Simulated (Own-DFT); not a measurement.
Simulation results for AlGa3N4 (wurtzite random alloy, atoms displaced)

A calculation, not a measurement: plane-wave density functional theory by an unreviewed code, no spin, of a simulated periodic cell, stress positive in tension, run twice, with PBE and with PBEsol, both on files made for PBE, so the change isn't that of files made for PBEsol, forces on such cells passed a denser k mesh, this cell's mesh not checked; the far tail of each file's local potential was reset to the Coulomb form; each entry is a single point on an unrelaxed cell, so the pressure reflects the starting lattice, mostly measured values (interpolated for alloys), from which strain is counted, and rises with the displacements; printed positions are rounded, which can move forces by about a meV/angstrom; the program, named Own-DFT, is a retired in-house code; no spin-orbit coupling; stress was not checked against mesh or cutoff. Program: Own-DFT development build.

### AlGa3N4 (wurtzite random alloy, atoms displaced)

```
AlGa3N4
1.0
      9.5092     0.0000     0.0000
     -4.7546     8.2353     0.0000
      0.0000     0.0000    10.2685
Al Ga N Ga N Ga N Ga N Ga N Ga N Al Ga N Ga Al N Ga Al N Ga N Ga N Ga Al N Ga N Ga Al N Ga N Ga N Al N Al Ga N
1 1 2 2 2 2 2 2 2 2 2 2 2 1 1 2 1 1 2 1 1 2 2 2 2 2 1 1 2 2 2 1 1 2 2 2 2 2 2 2 1 1 2
Direct
  0.10627 0.22146 0.99348
  0.22264 0.11885 0.24771
  0.10894 0.22339 0.18925
  0.22124 0.10871 0.43861
  0.11501 0.23210 0.50085
  0.22462 0.11483 0.74862
  0.11294 0.22346 0.68904
  0.22155 0.11568 0.93261
  0.11047 0.55710 0.99824
  0.22273 0.44454 0.24952
  0.10895 0.55307 0.19185
  0.22629 0.44717 0.43767
  0.10856 0.55924 0.50100
  0.22556 0.44755 0.74921
  0.11265 0.56040 0.68762
  0.22412 0.44040 0.93014
  0.10802 0.88719 0.00161
  0.22054 0.78068 0.25549
  0.10906 0.88564 0.19016
  0.21858 0.77117 0.44289
  0.11480 0.88906 0.50126
  0.22816 0.78136 0.74730
  0.10736 0.89454 0.68900
  0.22332 0.77859 0.93578
  0.44297 0.22045 0.00113
  0.55413 0.11792 0.24827
  0.44227 0.22362 0.18963
  0.55517 0.10738 0.43478
  0.44593 0.22442 0.50503
  0.55349 0.11636 0.74760
  0.44696 0.22581 0.68976
  0.55476 0.11562 0.93449
  0.44980 0.56243 0.00196
  0.55365 0.44421 0.24960
  0.44628 0.55773 0.18525
  0.55505 0.44085 0.44247
  0.43521 0.54986 0.50575
  0.56007 0.44788 0.75199
  0.44934 0.55421 0.69040
  0.55622 0.44608 0.93991
  0.44315 0.88520 0.99846
  0.55661 0.78252 0.24955
  0.44669 0.89220 0.18859
  0.55543 0.77524 0.44225
  0.44503 0.89079 0.50225
  0.55223 0.77399 0.74943
  0.45017 0.89449 0.69225
  0.56552 0.78502 0.94389
  0.77866 0.21862 0.99587
  0.88778 0.10834 0.24943
  0.78172 0.22402 0.19180
  0.89009 0.11379 0.43901
  0.78123 0.22159 0.49522
  0.88935 0.10678 0.74963
  0.77370 0.22315 0.68304
  0.89117 0.11171 0.93708
  0.77881 0.55488 0.99659
  0.88328 0.44207 0.24949
  0.78025 0.55766 0.19109
  0.89338 0.44586 0.43471
  0.77888 0.55715 0.49774
  0.88995 0.44743 0.75173
  0.77635 0.54813 0.68319
  0.89067 0.44816 0.94050
  0.77808 0.89368 0.99793
  0.88463 0.77516 0.25076
  0.77515 0.88761 0.19035
  0.89013 0.77719 0.43099
  0.77447 0.88432 0.50225
  0.89108 0.78188 0.75416
  0.77855 0.89240 0.68657
  0.88982 0.77868 0.93898
```

Here we set functional PBE, then PBEsol, potential files PseudoDojo norm-conserving, scalar-relativistic, standard set, wave cutoff 42 hartree, occupations Fermi-Dirac, smearing width 0.1 eV and k mesh 4 x 4 x 3 centred on Gamma.

Results for AlGa3N4 (wurtzite random alloy, atoms displaced): PBE pressure 6.07 GPa; PBE stress xx -5.62 GPa; PBE stress yy -5.39 GPa; PBE stress zz -7.19 GPa; PBE stress yz 0.23 GPa; PBE stress xz -0.49 GPa; PBE stress xy -0.26 GPa; PBEsol pressure 1.19 GPa; PBEsol stress xx -0.73 GPa; PBEsol stress yy -0.54 GPa; PBEsol stress zz -2.29 GPa; PBEsol stress yz 0.21 GPa; PBEsol stress xz -0.48 GPa; PBEsol stress xy -0.26 GPa; rms change of force components from PBE to PBEsol 0.064 eV/Å.

Force:
```
force element  PBE force x (eV/Å)  PBE force y (eV/Å)  PBE force z (eV/Å)  PBEsol force x (eV/Å)  PBEsol force y (eV/Å)  PBEsol force z (eV/Å)
           Al               1.062                0.53               0.692                   1.05                  0.532                  0.705
           Ga                0.08               -1.28               0.612                   0.09                 -1.253                  0.615
            N              -0.002                0.04              -1.792                  0.008                  0.036                 -1.618
            N              -0.009               0.716               0.065                 -0.004                  0.702                  0.065
           Ga               0.133              -1.566              -0.186                  0.134                 -1.522                 -0.181
           Ga               0.015                0.02              -0.268                  0.008                  0.023                 -0.263
            N              -1.182              -0.118               0.214                 -1.028                 -0.038                  0.155
            N               0.275               0.118                2.04                  0.275                 -0.018                  1.885
           Ga               0.865              -0.182               0.605                  0.833                 -0.168                  0.585
           Ga              -0.145               0.364              -0.225                 -0.155                  0.359                 -0.208
            N               0.103               0.599              -0.647                  0.101                  0.581                 -0.634
            N              -1.022               0.108               0.045                  -0.99                  0.095                  0.054
           Ga               0.537              -1.283               -0.11                  0.522                 -1.243                 -0.108
           Ga              -0.334              -0.266              -0.658                 -0.311                 -0.266                 -0.633
            N               0.305              -0.332               0.295                  0.298                 -0.321                  0.279
            N              -0.479               0.168               2.137                 -0.466                  0.316                  2.026
           Ga               0.635               0.679               -0.13                   0.63                  0.647                 -0.136
           Ga               0.613              -0.525              -0.724                  0.599                 -0.512                 -0.709
            N                -1.1               0.425               0.111                 -0.954                  0.481                  0.055
            N               0.395               1.593              -0.228                  0.377                  1.561                 -0.227
           Ga              -1.005               0.062              -0.331                  -0.98                  0.059                  -0.32
           Ga              -0.992               0.229               0.142                 -0.971                  0.214                  0.147
            N                1.18              -0.592              -0.011                  1.158                 -0.576                 -0.018
            N              -0.172               0.003               0.204                 -0.163                 -0.001                  0.199
           Al              -0.353                0.38               -0.46                  -0.35                  0.365                 -0.449
           Ga               0.863              -0.752               0.038                  0.843                 -0.752                   0.05
            N              -0.026               1.219              -1.217                 -0.027                  1.042                 -1.088
            N              -0.408               0.576               0.649                 -0.397                  0.565                  0.635
           Ga               0.133              -0.706              -0.997                  0.119                 -0.673                 -0.966
           Al               0.917              -0.044                0.12                  0.908                 -0.045                  0.112
            N               0.338              -0.536               0.505                  0.184                 -0.444                   0.43
            N              -0.332              -0.118               0.045                 -0.184                 -0.186                   0.14
           Ga              -0.277              -0.803              -0.701                 -0.274                 -0.771                  -0.68
           Al               0.228               0.425               0.303                   0.23                  0.415                  0.312
            N               0.547              -0.473               1.268                   0.41                 -0.389                  1.179
            N              -0.552               0.617              -1.593                 -0.532                  0.596                  -1.42
           Ga               1.598               0.823              -0.853                  1.557                  0.794                 -0.824
           Ga               0.233              -0.447               0.003                  0.215                 -0.441                 -0.016
            N              -0.809               1.275               0.569                 -0.795                  1.087                  0.494
            N               0.085              -0.931                0.35                  0.091                 -0.767                  0.285
           Ga              -0.249               0.929               0.272                 -0.239                  0.899                  0.279
           Ga              -0.181              -0.553               0.581                  -0.19                 -0.533                  0.558
            N              -0.632              -0.054              -0.034                 -0.612                 -0.056                 -0.031
            N               0.323               0.294                0.12                  0.176                  0.217                  0.063
           Ga               0.343              -0.313              -0.334                  0.328                 -0.314                 -0.332
           Al               0.542               0.838               0.187                  0.533                  0.816                  0.198
            N               0.538               -0.01               0.249                  0.392                  -0.09                  0.138
            N              -0.274              -0.337              -1.868                 -0.436                  -0.43                 -1.756
           Ga              -0.803               0.616               0.759                 -0.785                  0.604                  0.746
           Ga              -0.042               0.229               0.498                 -0.051                  0.242                    0.5
            N               -0.66              -0.612              -1.151                 -0.649                 -0.592                  -1.12
            N               0.757              -1.552               0.254                  0.727                 -1.383                  0.202
           Ga              -0.786               0.348               0.274                 -0.762                  0.351                  0.269
           Al              -0.692               1.055              -0.799                  -0.69                  1.069                 -0.793
            N               0.757              -0.779               1.613                  0.765                 -0.635                  1.482
            N                0.37              -0.701              -0.556                  0.211                 -0.614                 -0.499
           Ga              -0.477               0.194               1.059                 -0.453                  0.191                  1.028
           Ga                0.82               0.517              -0.135                  0.815                  0.506                 -0.125
            N              -1.526               0.002              -0.192                 -1.367                 -0.096                 -0.282
            N              -0.688              -0.241                0.63                 -0.678                 -0.236                  0.611
           Ga               0.227              -0.219              -0.423                  0.227                 -0.225                 -0.397
           Ga               0.342              -0.693              -0.537                  0.325                 -0.666                 -0.537
            N              -0.235               1.584               1.009                 -0.231                  1.543                  0.997
            N                0.21              -0.784              -0.387                  0.203                 -0.762                 -0.389
           Al                0.97              -0.275               0.859                  0.971                 -0.262                  0.869
           Al               0.348               0.385              -0.634                  0.357                  0.391                 -0.648
            N               1.207              -0.214                -1.3                  1.048                 -0.134                  -1.18
            N              -0.874               0.623               1.058                  -0.74                  0.533                  1.172
           Al               0.526               0.608              -0.849                  0.544                  0.606                 -0.849
           Ga               -0.22              -0.816              -1.059                 -0.197                  -0.79                 -1.033
            N              -0.676               -0.52               0.391                 -0.551                 -0.598                  0.449
            N              -1.206               0.438               0.568                 -1.055                   0.36                  0.501
```
